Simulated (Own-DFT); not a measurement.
# How strain changes the stress of wurtzite AlN, 72 atoms (Al36N36)

These are calculations, not measurements. The program, named Own-DFT, is a retired in-house plane-wave density functional code that no person has reviewed. Each row is one single-point run on a periodic cell that was not relaxed, without spin or spin-orbit coupling.

Settings of every run: PBE; PseudoDojo norm-conserving scalar-relativistic files; cutoff 42 hartree; 4 x 4 x 3 k mesh centred on Gamma; Gaussian smearing of 0.01 eV.

Known limits: k mesh not checked against a denser one; stress not checked against mesh or cutoff.

Unstrained cell vectors in Å: (9.336, 0.000, 0.000); (-4.668, 8.085, 0.000); (0.000, 0.000, 9.964). The unstrained cell has measured lattice constants (interpolated for alloys), not those of this functional. That, the random moves and any unrelaxed bonds set the pressure at no strain. Each run strains this cell uniformly, with the atoms carried along. Every atom was also moved at random, by a Gaussian of width 0.05 Å on each axis. Strain is the symmetric tensor, in per cent. Stress is positive in tension, and the pressure is minus a third of its trace.

| run | e_xx (%) | e_yy (%) | e_zz (%) | e_yz (%) | e_xz (%) | e_xy (%) | s_xx (GPa) | s_yy (GPa) | s_zz (GPa) | s_yz (GPa) | s_xz (GPa) | s_xy (GPa) | P (GPa) | E (meV/atom) |
|---|---|---|---|---|---|---|---|---|---|---|---|---|---|---|
| 1 | -1.72 | 1.57 | 0.49 | 1.67 | 1.33 | -1.82 | -11.26 | -1.72 | -3.81 | 4.13 | 3.72 | -6.63 | 5.60 | 34.0 |
| 2 | -1.20 | -0.87 | -1.23 | -1.51 | -1.26 | 1.99 | -15.64 | -13.24 | -13.78 | -5.10 | -3.44 | 8.91 | 14.22 | 62.3 |
| 3 | 1.70 | -0.47 | -1.42 | -0.83 | -0.87 | -0.50 | 0.08 | -5.49 | -12.36 | -2.10 | -2.87 | -1.30 | 5.92 | 7.9 |
| 4 | -1.76 | 0.65 | -1.13 | -1.56 | -1.40 | -1.86 | -13.88 | -5.50 | -13.66 | -4.61 | -4.67 | -7.49 | 11.01 | 43.1 |
| 5 | 0.62 | 1.32 | 1.32 | 1.87 | -1.87 | -0.73 | -0.55 | 0.39 | 1.94 | 4.59 | -4.06 | -1.44 | -0.59 | 18.4 |
| 6 | 0.00 | 0.68 | 0.88 | 1.45 | 1.93 | -0.13 | -3.54 | -1.70 | -2.17 | 3.40 | 4.59 | -0.58 | 2.47 | 10.0 |
| 7 | 0.09 | 0.01 | 1.75 | -0.78 | -1.74 | 1.50 | -3.44 | -6.04 | 1.75 | -1.31 | -5.47 | 4.63 | 2.58 | 35.4 |
| 8 | -0.63 | 0.20 | -1.89 | -0.56 | 1.39 | 1.15 | -11.03 | -4.68 | -14.92 | -1.60 | 4.15 | 3.23 | 10.21 | 12.6 |
| 9 | 1.56 | 0.94 | -1.33 | -0.82 | 1.48 | 1.74 | 0.17 | -1.74 | -8.87 | -2.19 | 3.37 | 7.16 | 3.48 | 18.7 |
| 10 | 1.77 | -0.35 | -1.06 | 1.92 | 0.59 | -0.23 | -0.38 | -5.71 | -8.20 | 5.41 | 0.82 | -1.48 | 4.76 | 14.3 |
| 11 | -1.77 | -0.09 | 0.95 | -0.67 | 1.10 | -1.11 | -14.62 | -9.16 | -0.67 | -1.18 | 3.11 | -6.98 | 8.15 | 24.1 |
| 12 | -0.73 | 1.25 | -0.08 | 0.67 | 1.97 | 0.96 | -6.73 | -1.20 | -4.65 | 2.21 | 4.83 | 2.24 | 4.19 | 0.0 |
| 13 | 1.52 | -1.75 | 0.39 | -1.34 | 1.31 | 0.63 | -2.17 | -11.41 | -3.06 | -4.15 | 4.04 | 3.98 | 5.55 | 15.5 |
| 14 | -0.19 | 0.46 | 0.53 | -0.47 | -0.35 | -0.98 | -7.10 | -4.35 | -1.58 | -1.23 | -1.49 | -2.93 | 4.34 | 12.2 |
| 15 | 0.68 | -0.40 | 1.55 | -0.96 | 1.23 | -0.42 | -1.72 | -7.41 | 1.71 | -1.91 | 2.50 | -2.56 | 2.47 | 17.6 |
| 16 | -0.99 | -0.69 | 1.42 | 0.50 | 0.30 | -1.80 | -9.87 | -7.37 | -0.73 | 0.93 | 0.76 | -4.88 | 5.99 | 0.8 |
| 17 | -1.31 | 0.50 | -1.52 | -0.26 | -0.11 | 0.73 | -13.61 | -5.66 | -12.77 | -1.41 | 0.44 | 3.46 | 10.68 | 24.8 |
| 18 | 1.80 | 0.45 | -0.05 | -0.59 | 1.23 | -0.04 | ? | ? | ? | ? | ? | ? | ? | ? |

E is the free energy for each atom above the lowest run shown.

## Worked fit

Each stress component was fitted by least squares to a constant and the strains of the runs shown, as fractions, with shears doubled. Shear strains stay in the fit of a normal stress only where such slopes are resolved. The slopes, in GPa:

```
stress  at no strain  per e_xx  per e_yy  per e_zz  scatter
  s_xx          -6.4  463 ± 17  170 ± 24  117 ± 16     0.82
  s_yy          -6.0  114 ± 24  414 ± 35   24 ± 24     1.18
  s_zz          -5.5   92 ± 24   79 ± 35  470 ± 23     1.17
```

Each shear stress against twice its own strain: yz 125 ± 8, xz 132 ± 7, xy 187 ± 16 GPa. These are stiffnesses along x, y and z of the frame in which the cell vectors are given, which need not be the crystal's axes. The atoms are held to the strained lattice; where symmetry lets them move under strain, relaxing them would lower some slopes. The table should be nearly symmetric about its diagonal, and what it lacks of that shows the noise. A ninth of its sum, 216 ± 8 GPa, estimates the bulk modulus near the mean pressure of these runs, 5.9 GPa, so it lies above the value at zero pressure.

## Withheld run

Question: what normal stresses and pressure should run 18 give?

The fit gives s_xx = 2.6, s_yy = -2.1, s_zz = -3.8 and P = 1.1 GPa. The calculation gave 1.49, -1.97, -3.46 and P = 1.31 GPa.
